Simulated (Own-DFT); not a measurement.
Simulation results for InGa3As4 (zincblende random alloy, atoms displaced)

Computed with Own-DFT development build. A calculation, not a measurement: plane-wave PBE density functional theory by an unreviewed code, no spin, of a simulated periodic cell, stress positive in tension, free energy of the whole cell less one offset for each atom, forces on such cells passed a denser k mesh, this cell's mesh not checked; offsets are fitted by least squares, one for each functional and potential file, so energies compare only between cells with the same atoms and settings and are not formation energies; the far tail of each file's local potential was reset to the Coulomb form; each entry is a single point on an unrelaxed cell, so the pressure reflects the starting lattice, mostly measured values, from which strain is counted, and rises with the displacements; printed positions are rounded, which can move forces by about a meV/angstrom; the program is a retired in-house code; no spin-orbit coupling.

Common to all runs: functional PBE; potential files PseudoDojo norm-conserving, scalar-relativistic, standard set; wave cutoff 42 hartree; occupations Fermi-Dirac; smearing width 0.1 eV; k mesh 3 x 3 x 3 centred on Gamma.

(1) InGa3As4 (zincblende random alloy, atoms displaced)

```cif
# cell vector a (Å): 11.5091 0.0000 0.0000
# cell vector b (Å): 0.0000 11.5091 0.0000
# cell vector c (Å): 0.0000 0.0000 11.5091
data_InGa3As4
_symmetry_space_group_name_H-M 'P 1'
_symmetry_Int_Tables_number 1
_cell_length_a 11.5091
_cell_length_b 11.5091
_cell_length_c 11.5091
_cell_angle_alpha 90.000
_cell_angle_beta 90.000
_cell_angle_gamma 90.000
_cell_volume 1524.49
loop_
_atom_site_label
_atom_site_type_symbol
_atom_site_fract_x
_atom_site_fract_y
_atom_site_fract_z
_atom_site_occupancy
Ga1 Ga 0.99318 0.99763 0.99951 1
Ga2 Ga 0.99133 0.25127 0.24934 1
In1 In 0.25431 0.99527 0.25297 1
Ga3 Ga 0.24755 0.24633 0.99802 1
As1 As 0.13305 0.11926 0.13365 1
As2 As 0.12494 0.38551 0.38230 1
As3 As 0.37931 0.13008 0.37081 1
As4 As 0.35943 0.37109 0.12342 1
Ga4 Ga 0.99268 0.00565 0.50011 1
In2 In 0.99913 0.25736 0.76204 1
Ga5 Ga 0.25169 0.00771 0.75054 1
In3 In 0.24692 0.25697 0.49472 1
As5 As 0.13224 0.12776 0.62326 1
As6 As 0.12445 0.37118 0.87433 1
As7 As 0.36820 0.12880 0.87652 1
As8 As 0.38881 0.38293 0.63053 1
Ga6 Ga 0.99435 0.50542 0.99188 1
Ga7 Ga 0.00752 0.75063 0.25377 1
Ga8 Ga 0.24185 0.50930 0.25055 1
Ga9 Ga 0.24877 0.74622 0.00259 1
As9 As 0.14152 0.62495 0.12702 1
As10 As 0.12851 0.87310 0.36753 1
As11 As 0.37228 0.62276 0.37860 1
As12 As 0.37808 0.88292 0.13714 1
Ga10 Ga 0.00366 0.49987 0.50412 1
Ga11 Ga 0.98312 0.75005 0.75141 1
Ga12 Ga 0.26617 0.49229 0.73792 1
Ga13 Ga 0.25120 0.75840 0.50216 1
As13 As 0.13276 0.61494 0.62027 1
As14 As 0.13570 0.86890 0.86848 1
As15 As 0.38471 0.61465 0.89705 1
As16 As 0.36945 0.87707 0.61191 1
Ga14 Ga 0.49549 0.99727 0.99281 1
In4 In 0.49894 0.25527 0.23740 1
Ga15 Ga 0.74942 0.01036 0.25208 1
Ga16 Ga 0.75032 0.26072 0.99603 1
As17 As 0.61595 0.12735 0.12855 1
As18 As 0.62820 0.36933 0.38454 1
As19 As 0.87811 0.12543 0.37903 1
As20 As 0.86916 0.38248 0.12343 1
Ga17 Ga 0.50902 0.99805 0.50058 1
Ga18 Ga 0.50057 0.25215 0.75331 1
In5 In 0.74768 0.99242 0.74587 1
Ga19 Ga 0.73744 0.26459 0.50724 1
As21 As 0.62179 0.13042 0.61915 1
As22 As 0.62645 0.37983 0.88252 1
As23 As 0.87033 0.12383 0.88220 1
As24 As 0.87224 0.38381 0.62073 1
In6 In 0.50269 0.50555 0.99804 1
Ga20 Ga 0.49047 0.75121 0.24625 1
In7 In 0.74250 0.51105 0.24033 1
In8 In 0.74677 0.74570 0.00171 1
As25 As 0.62664 0.61881 0.11761 1
As26 As 0.63814 0.86643 0.36816 1
As27 As 0.87421 0.62986 0.38161 1
As28 As 0.87339 0.86691 0.11875 1
Ga21 Ga 0.49384 0.50040 0.50296 1
Ga22 Ga 0.50396 0.75189 0.74556 1
Ga23 Ga 0.73670 0.50281 0.74491 1
Ga24 Ga 0.75348 0.74735 0.50242 1
As29 As 0.62189 0.63100 0.63414 1
As30 As 0.62544 0.87803 0.87537 1
As31 As 0.85952 0.63835 0.87820 1
As32 As 0.86911 0.87440 0.62934 1
```

* free energy of cell above offsets: -17.107 eV
* pressure: 5.9 GPa
* stress xx: -5.99 GPa
* stress yy: -5.93 GPa
* stress zz: -5.78 GPa
* stress yz: 0.53 GPa
* stress xz: -0.51 GPa
* stress xy: 1.48 GPa

Force:
```csv
element,x (eV/Å),y (eV/Å),z (eV/Å)
Ga,1.12,-0.189,0.244
Ga,0.954,0.209,-0.049
In,-0.102,1.392,1.282
Ga,-0.823,0.011,0.542
As,-2.226,1.475,-1.806
As,-1.475,0.408,-2.169
As,0.724,-0.834,1.37
As,-0.485,1.349,-0.203
Ga,1.166,-0.846,0.411
In,-1.36,-1.568,-2.008
Ga,-0.025,-0.767,-0.507
In,1.579,-0.285,0.584
As,-1.399,-1.058,0.584
As,2.148,2.491,1.448
As,0.92,-0.176,-0.315
As,0.163,-1.563,-0.457
Ga,0.527,0.104,0.337
Ga,-0.626,-0.471,-0.618
Ga,1.15,-1.431,0.92
Ga,1.095,0.754,-0.183
As,-2.744,0.511,-0.739
As,-1.504,-0.545,2.299
As,0.111,0.446,-0.286
As,1.269,-1.908,-3.243
Ga,-0.618,0.541,-0.408
Ga,1.788,-0.312,-0.091
Ga,-1.363,1.283,2.078
Ga,-0.949,-1.236,-0.824
As,-0.312,1.218,0.924
As,-1.115,0.32,0.209
As,-4.44,4.393,-5.24
As,1.26,0.743,1.779
Ga,0.102,0.332,0.643
In,-0.577,1.083,1.671
Ga,0.31,-0.673,-0.457
Ga,-0.035,-1.128,0.8
As,2.289,-1.591,-2.384
As,-1.364,1.909,-1.072
As,-1.155,0.961,-0.059
As,1.435,-1.01,-0.704
Ga,-0.409,-0.124,-1.15
Ga,0.356,-0.187,0.299
In,-0.589,2.288,0.577
Ga,1.801,-1.383,0.441
As,-0.286,0.175,0.579
As,0.627,-1.331,-1.989
As,-0.219,0.04,0.441
As,-0.544,0.039,0.494
In,1.059,-4.041,2.947
Ga,1.125,-0.731,0.595
In,1.296,-1.382,3.171
In,-1.667,1.99,0.966
As,-2.359,2.719,1.217
As,-0.942,0.47,0.337
As,1.15,-0.211,-0.157
As,1.207,1.678,2.003
Ga,1.287,0.569,-0.512
Ga,-1.414,0.525,1.049
Ga,1.049,-0.28,0.589
Ga,-0.404,0.137,0.254
As,0.056,-0.366,-1.764
As,-2.028,-0.541,0.277
As,2.59,-3.395,-2.777
As,1.846,-0.998,-2.19
```

(2) InGa3As4 (zincblende random alloy, atoms displaced)

```cif
# cell vector a (Å): 11.5091 0.0000 0.0000
# cell vector b (Å): 0.0000 11.5091 0.0000
# cell vector c (Å): 0.0000 0.0000 11.5091
data_InGa3As4
_symmetry_space_group_name_H-M 'P 1'
_symmetry_Int_Tables_number 1
_cell_length_a 11.5091
_cell_length_b 11.5091
_cell_length_c 11.5091
_cell_angle_alpha 90.000
_cell_angle_beta 90.000
_cell_angle_gamma 90.000
_cell_volume 1524.49
loop_
_atom_site_label
_atom_site_type_symbol
_atom_site_fract_x
_atom_site_fract_y
_atom_site_fract_z
_atom_site_occupancy
In1 In 0.99711 0.00282 0.00938 1
Ga1 Ga 0.99741 0.23718 0.24886 1
In2 In 0.24648 0.99416 0.25392 1
Ga2 Ga 0.25011 0.25916 0.99875 1
As1 As 0.14296 0.12297 0.13015 1
As2 As 0.11852 0.37981 0.37374 1
As3 As 0.38137 0.12302 0.38987 1
As4 As 0.38053 0.37266 0.12500 1
Ga3 Ga 0.99277 0.99725 0.50181 1
Ga4 Ga 0.99501 0.26957 0.73787 1
Ga5 Ga 0.24849 0.99501 0.74149 1
Ga6 Ga 0.25346 0.25740 0.49305 1
As5 As 0.12581 0.11818 0.63712 1
As6 As 0.12923 0.37623 0.86928 1
As7 As 0.37496 0.11003 0.87660 1
As8 As 0.37308 0.36930 0.63379 1
Ga7 Ga 0.99623 0.50933 0.00232 1
Ga8 Ga 0.99054 0.75248 0.24157 1
Ga9 Ga 0.25251 0.49613 0.24019 1
Ga10 Ga 0.25449 0.75193 0.00765 1
As9 As 0.12785 0.62267 0.12458 1
As10 As 0.11934 0.86932 0.36817 1
As11 As 0.38761 0.64140 0.38111 1
As12 As 0.37045 0.88012 0.12616 1
Ga11 Ga 0.99221 0.50394 0.51040 1
Ga12 Ga 0.99509 0.74355 0.74518 1
Ga13 Ga 0.25800 0.50246 0.74900 1
In3 In 0.25096 0.74412 0.50076 1
As13 As 0.12176 0.61807 0.62757 1
As14 As 0.13342 0.88415 0.86624 1
As15 As 0.37062 0.62246 0.86897 1
As16 As 0.37495 0.87980 0.63411 1
Ga14 Ga 0.49972 0.99550 0.00365 1
Ga15 Ga 0.49705 0.24830 0.24540 1
Ga16 Ga 0.74564 0.99322 0.24949 1
In4 In 0.74744 0.24893 0.99175 1
As17 As 0.63018 0.12924 0.12193 1
As18 As 0.62234 0.37423 0.38192 1
As19 As 0.86702 0.11912 0.37699 1
As20 As 0.87823 0.38677 0.12870 1
Ga17 Ga 0.50471 0.99447 0.49935 1
Ga18 Ga 0.49733 0.24287 0.74723 1
Ga19 Ga 0.75549 0.98604 0.74332 1
In5 In 0.75261 0.25281 0.49886 1
As21 As 0.61876 0.11730 0.61078 1
As22 As 0.62905 0.37407 0.88307 1
As23 As 0.88565 0.12388 0.87066 1
As24 As 0.88375 0.38897 0.62517 1
In6 In 0.49778 0.49865 0.99261 1
Ga20 Ga 0.49611 0.75010 0.25180 1
Ga21 Ga 0.75784 0.49763 0.25561 1
Ga22 Ga 0.74155 0.75378 0.00500 1
As25 As 0.62955 0.63394 0.13154 1
As26 As 0.62319 0.87143 0.37111 1
As27 As 0.88187 0.62129 0.37684 1
As28 As 0.87088 0.86526 0.12572 1
In7 In 0.50722 0.50168 0.50419 1
Ga23 Ga 0.50404 0.74980 0.75621 1
Ga24 Ga 0.74676 0.49904 0.75132 1
In8 In 0.76000 0.74911 0.49382 1
As29 As 0.62917 0.62802 0.63102 1
As30 As 0.62653 0.88177 0.86878 1
As31 As 0.86866 0.63611 0.86389 1
As32 As 0.87490 0.87267 0.62714 1
```

* free energy of cell above offsets: -20.827 eV
* pressure: 4.91 GPa
* stress xx: -4.98 GPa
* stress yy: -4.94 GPa
* stress zz: -4.81 GPa
* stress yz: 0.76 GPa
* stress xz: 0.38 GPa
* stress xy: 0.8 GPa

Force:
```csv
element,x (eV/Å),y (eV/Å),z (eV/Å)
In,1.163,-0.352,-0.204
Ga,0.359,0.609,0.003
In,1.193,0.614,1.738
Ga,0.315,-0.966,-0.355
As,-1.794,2.43,-1.228
As,0.177,-0.252,0.035
As,-0.019,0.508,-1.036
As,-0.962,-0.424,0.425
Ga,0.916,0.225,0.021
Ga,1.42,-1.972,1.377
Ga,0.537,0.707,0.881
Ga,-0.769,-0.431,0.737
As,-0.808,1.459,-1.867
As,-0.594,0.632,0.492
As,-0.254,1.274,-0.08
As,-0.157,0.116,-0.477
Ga,0.242,-0.098,-1.032
Ga,1.227,-1.075,0.843
Ga,0.085,0.368,1.196
Ga,-0.6,-0.004,-1.15
As,-0.228,0.683,-0.031
As,-1.799,-0.414,1.133
As,-0.412,-2.311,-1.703
As,1.835,-1.511,-0.679
Ga,1.74,0.525,-1.614
Ga,1.255,1.002,0.251
Ga,-0.966,-0.597,-0.226
In,-0.905,1.191,0.82
As,-0.069,-0.181,0.582
As,-0.824,-2.001,0.858
As,-0.108,1.685,0.249
As,1.215,-0.6,-0.736
Ga,0.387,0.398,-0.141
Ga,0.441,-0.546,0.97
Ga,-0.003,0.372,-0.152
In,2.454,-0.503,0.903
As,-1.318,-1.566,1.3
As,0.258,-0.034,-2.882
As,1.24,-0.857,-1.153
As,0.372,-1.105,-0.09
Ga,-0.66,-0.803,-0.133
Ga,0.372,-0.505,0.643
Ga,-0.5,1.947,0.357
In,0.241,0.112,0.989
As,0.823,0.16,2.271
As,-0.926,0.475,-3.545
As,-0.91,0.6,-1.832
As,-2.154,-0.49,0.531
In,0.414,1.167,1.01
Ga,0.462,0.824,-0.978
Ga,-0.925,0.269,0.233
Ga,0.149,0,-1.157
As,-0.229,-0.825,0.318
As,-0.561,0.586,-0.274
As,0.742,-0.626,-1.229
As,-0.971,0.678,0.076
In,-1.19,0.107,0.71
Ga,-0.369,0.067,-0.247
Ga,0.066,0.123,0.319
In,-1.102,0.084,0.371
As,0.195,0.348,0.879
As,-0.212,-0.572,1.115
As,-0.287,-0.898,1.624
As,1.29,0.175,-0.028
```
